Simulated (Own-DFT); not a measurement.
# What a defect does to the pressure of its cell: C40 NbSi2

The numbers are computed, not measured, by runs of the plane-wave DFT program Own-DFT (in-house, retired, unreviewed) at fixed positions, with no spin and no spin-orbit coupling.

All runs used: PBEsol; PseudoDojo norm-conserving scalar-relativistic files, made for PBE; cutoff 42 hartree; 4 x 4 x 5 k mesh centred on Gamma; cold (Marzari-Vanderbilt) smearing of 0.2 eV.

Caveats: forces on such cells failed a check on a denser k mesh; stress not checked against mesh or cutoff.

All runs share one cell, with vectors in Å (0.000, 8.324, 0.000); (-9.613, 0.000, 0.000); (0.000, 0.000, 6.586) and a volume of 527.0 Å³. The atoms are randomly displaced, by u rms on each axis. The defect's site can differ from row to row.

| cell | formula | u (Å) | P (GPa) |
|---|---|---|---|
| no defect | Nb12Si24 | 0.0196 | -2.15 |
| no defect | Nb12Si24 | 0.0487 | -0.96 |
| no defect | Nb12Si24 | 0.0580 | -0.52 |
| two Nb on a Si site each | Nb14Si22 | 0.0294 | 3.69 |
| two Nb on a Si site each | Nb14Si22 | 0.0304 | ? |
| two Nb on a Si site each | Nb14Si22 | 0.0468 | 4.04 |
| two Nb on a Si site each | Nb14Si22 | 0.0469 | 4.21 |
| two Si on a Nb site each | Nb10Si26 | 0.0310 | -1.82 |
| two Si on a Nb site each | Nb10Si26 | 0.0324 | -1.58 |
| two Si on a Nb site each | Nb10Si26 | 0.0499 | -0.99 |
| one Si vacancy | Nb12Si23 | 0.0310 | -2.62 |
| one Si vacancy | Nb12Si23 | 0.0445 | -2.04 |
| one Si vacancy | Nb12Si23 | 0.0528 | -1.95 |

## Worked fit

P = P0 + c u² + a shift for each defect gives P0 = -2.19 GPa, c = 478 ± 46 GPa/Å² and a scatter of 0.14 GPa. The shifts, and each times the cell's volume:

- two Nb on a Si site each: 5.33 ± 0.11 GPa, 17.5 eV (8.8 eV for each of its 2 sites)
- two Si on a Nb site each: 0.00 ± 0.12 GPa, 0.0 eV (0.0 eV for each of its 2 sites) (not resolved)
- one Si vacancy: -0.93 ± 0.11 GPa, -3.1 eV

Positive is outwards. The product with the volume (160.2 GPa Å³ to the eV) is nearly free of the cell's size; divided by the bulk modulus at the cell's pressure it gives the volume that the defect adds. The atoms around the defects weren't relaxed, which would change these numbers.

## The run left out

Asked: what pressure belongs in the blank (two Nb on a Si site each, u = 0.0304 Å)?

The fit gives 3.58 ± 0.16 GPa. The run itself gave 3.36 GPa.
